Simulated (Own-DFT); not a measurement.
Simulation results for SiC (2H silicon carbide, atoms displaced)

All values are calculated (Own-DFT development build). A calculation, not a measurement: plane-wave PBE density functional theory by an unreviewed code, no spin, of a simulated periodic cell, stress positive in tension, free energy of the whole cell less one offset for each atom, forces on such cells passed a denser k mesh, this cell's mesh not checked; offsets are fitted by least squares, one for each functional and potential file, so energies compare only between cells with the same atoms and settings and are not formation energies; the far tail of each file's local potential was reset to the Coulomb form; each entry is a single point on an unrelaxed cell, so the pressure reflects the starting lattice, mostly measured values (interpolated for alloys), from which strain is counted, and rises with the displacements; printed positions are rounded, which can move forces by about a meV/angstrom; the program, named Own-DFT, is a retired in-house code; no spin-orbit coupling.

## SiC (2H silicon carbide, atoms displaced)

```cif
# cell vector a (Å): 9.2481 0.0000 0.0000
# cell vector b (Å): -4.6241 8.0091 0.0000
# cell vector c (Å): 0.0000 0.0000 10.0681
data_SiC
_symmetry_space_group_name_H-M 'P 1'
_symmetry_Int_Tables_number 1
_cell_length_a 9.2481
_cell_length_b 9.2481
_cell_length_c 10.0681
_cell_angle_alpha 90.000
_cell_angle_beta 90.000
_cell_angle_gamma 120.000
_cell_volume 745.73
loop_
_atom_site_label
_atom_site_type_symbol
_atom_site_fract_x
_atom_site_fract_y
_atom_site_fract_z
_atom_site_occupancy
Si1 Si 0.99603 0.99607 0.99947 1
Si2 Si 0.10929 0.22443 0.25260 1
C1 C 0.00533 0.00139 0.19193 1
C2 C 0.11131 0.21924 0.44066 1
Si3 Si 0.99706 0.99517 0.49985 1
Si4 Si 0.11251 0.22863 0.75324 1
C3 C 0.00061 0.00437 0.68390 1
C4 C 0.10917 0.22092 0.93816 1
Si5 Si 0.99949 0.33253 0.99914 1
Si6 Si 0.11025 0.55333 0.25335 1
C5 C 0.99800 0.33202 0.18674 1
C6 C 0.11012 0.55893 0.44281 1
Si7 Si 0.00382 0.33501 0.49898 1
Si8 Si 0.11238 0.55790 0.74968 1
C7 C 0.00872 0.33824 0.68853 1
C8 C 0.10812 0.55178 0.93862 1
Si9 Si 0.99522 0.66544 0.00287 1
Si10 Si 0.11077 0.89034 0.25136 1
C9 C 0.99872 0.66201 0.18367 1
C10 C 0.11351 0.89106 0.43575 1
Si11 Si 0.00300 0.66196 0.49901 1
Si12 Si 0.10780 0.88647 0.74414 1
C11 C 0.00256 0.67009 0.68593 1
C12 C 0.11129 0.89130 0.93725 1
Si13 Si 0.33785 0.00448 0.00013 1
Si14 Si 0.44341 0.22597 0.24893 1
C13 C 0.32753 0.99552 0.18604 1
C14 C 0.44825 0.22030 0.43734 1
Si15 Si 0.33140 0.00155 0.50100 1
Si16 Si 0.45196 0.22469 0.74740 1
C15 C 0.33335 0.99427 0.68409 1
C16 C 0.44013 0.21488 0.93643 1
Si17 Si 0.32957 0.33283 0.99910 1
Si18 Si 0.44970 0.55918 0.25415 1
C17 C 0.33078 0.33392 0.19213 1
C18 C 0.44267 0.55596 0.44140 1
Si19 Si 0.33713 0.33419 0.49738 1
Si20 Si 0.44801 0.55989 0.75010 1
C19 C 0.33348 0.33568 0.69381 1
C20 C 0.45116 0.56744 0.93710 1
Si21 Si 0.33155 0.66576 0.99992 1
Si22 Si 0.45151 0.88730 0.25490 1
C21 C 0.33057 0.66549 0.18471 1
C22 C 0.44268 0.88625 0.43647 1
Si23 Si 0.33644 0.66808 0.49898 1
Si24 Si 0.44285 0.89167 0.74967 1
C23 C 0.33557 0.66682 0.68717 1
C24 C 0.44448 0.88788 0.93491 1
Si25 Si 0.66627 0.00037 0.99951 1
Si26 Si 0.77918 0.22599 0.24460 1
C25 C 0.67401 0.00435 0.18153 1
C26 C 0.77926 0.22807 0.43730 1
Si27 Si 0.66913 0.00984 0.49893 1
Si28 Si 0.77057 0.21929 0.75182 1
C27 C 0.66399 0.99763 0.68928 1
C28 C 0.78764 0.22512 0.93812 1
Si29 Si 0.66591 0.33255 0.99955 1
Si30 Si 0.77342 0.55345 0.25059 1
C29 C 0.66493 0.33112 0.18464 1
C30 C 0.77999 0.55744 0.43893 1
Si31 Si 0.66616 0.33587 0.49781 1
Si32 Si 0.77782 0.55397 0.75259 1
C31 C 0.66498 0.33407 0.68246 1
C32 C 0.77561 0.55361 0.93692 1
Si33 Si 0.66332 0.66381 0.00032 1
Si34 Si 0.78146 0.88964 0.25620 1
C33 C 0.66425 0.66543 0.18682 1
C34 C 0.78237 0.88946 0.43257 1
Si35 Si 0.66019 0.66302 0.50060 1
Si36 Si 0.77772 0.88171 0.75047 1
C35 C 0.66890 0.66669 0.68507 1
C36 C 0.77939 0.89263 0.93671 1
```

| Quantity | Value |
| --- | --- |
| functional | PBE |
| potential files | PseudoDojo norm-conserving, scalar-relativistic, standard set |
| wave cutoff | 42 hartree |
| occupations | Fermi-Dirac |
| smearing width | 0.1 eV |
| hardware | one NVIDIA H100 |
| k mesh | 4 x 4 x 3 centred on Gamma |
| free energy of cell above offsets | -10.543 eV |
| pressure | 3.78 GPa |
| stress xx | -2.89 GPa |
| stress yy | -2 GPa |
| stress zz | -6.45 GPa |
| stress yz | 0.07 GPa |
| stress xz | -0.28 GPa |
| stress xy | -0.16 GPa |
| wall time | 372.4 s |

Force:
```csv
element,x (eV/Å),y (eV/Å),z (eV/Å)
Si,0.665,0.688,0.499
Si,0.392,-0.61,-0.121
C,-1.173,-0.038,-0.797
C,-0.081,0.558,-0.466
Si,0.397,0.685,-0.184
Si,0.525,-1.036,-0.627
C,0.09,-0.506,0.893
C,0.063,0.046,0.46
Si,0.86,0.48,0.24
Si,-0.196,0.438,-0.793
C,0.348,0.462,0.369
C,1.816,-0.985,-1.349
Si,-0.176,-0.284,0.781
Si,0.295,-0.037,0.191
C,-1.934,-0.452,-0.314
C,-0.091,0.786,-0.177
Si,1.023,0.44,-1.243
Si,0.624,-0.787,-0.683
C,-0.69,0.399,1.891
C,-0.111,-0.801,0.732
Si,-1.806,1.697,0.382
Si,0.12,1.165,1.12
C,-0.291,-1.17,0.199
C,0.168,-0.655,-0.37
Si,-0.563,-1.945,0.101
Si,0.39,-1.512,-0.243
C,1.332,0.915,0.75
C,-0.849,0.588,-0.122
Si,0.686,-0.621,-0.805
Si,-1.873,-0.955,0.275
C,-0.969,1.316,0.529
C,0.385,2.09,-0.164
Si,0.6,0.468,0.119
Si,-1.267,-0.543,-1.042
C,0.16,0.616,-0.649
C,0.328,-0.23,-0.779
Si,-0.546,-0.698,1.259
Si,-0.188,-0.307,-0.026
C,0.913,-0.075,-1.065
C,-0.457,-2.075,0.045
Si,-0.348,0.456,-0.316
Si,-1.368,0.471,-2.073
C,0.797,0.048,1.443
C,0.406,0.865,0.725
Si,-0.787,0.079,0.878
Si,0.888,-1.066,-0.19
C,-0.302,0.414,0.043
C,-0.291,0.437,0.676
Si,0.183,-0.059,-0.872
Si,-0.034,-0.643,0.769
C,-0.371,-0.707,1.846
C,0.389,-0.028,-0.517
Si,0.528,-1.439,0.229
Si,1.746,0.568,-0.674
C,0.426,0.291,-0.399
C,-2.393,-0.692,-0.17
Si,0.18,-0.416,-0.421
Si,0.83,0.27,-0.398
C,-0.476,0.477,0.519
C,-0.56,-0.173,-0.3
Si,0.572,0.054,-0.183
Si,0.161,0.363,-1.102
C,0.835,0.249,1.019
C,-0.269,0.008,0.341
Si,0.518,1.174,-0.065
Si,-0.013,0.256,-2.714
C,0.546,0.457,0.552
C,-1.538,-0.331,2.355
Si,1.361,1.119,-0.304
Si,-0.483,1.676,-0.372
C,-0.026,-0.497,0.585
C,-0.028,-1.199,0.272
```
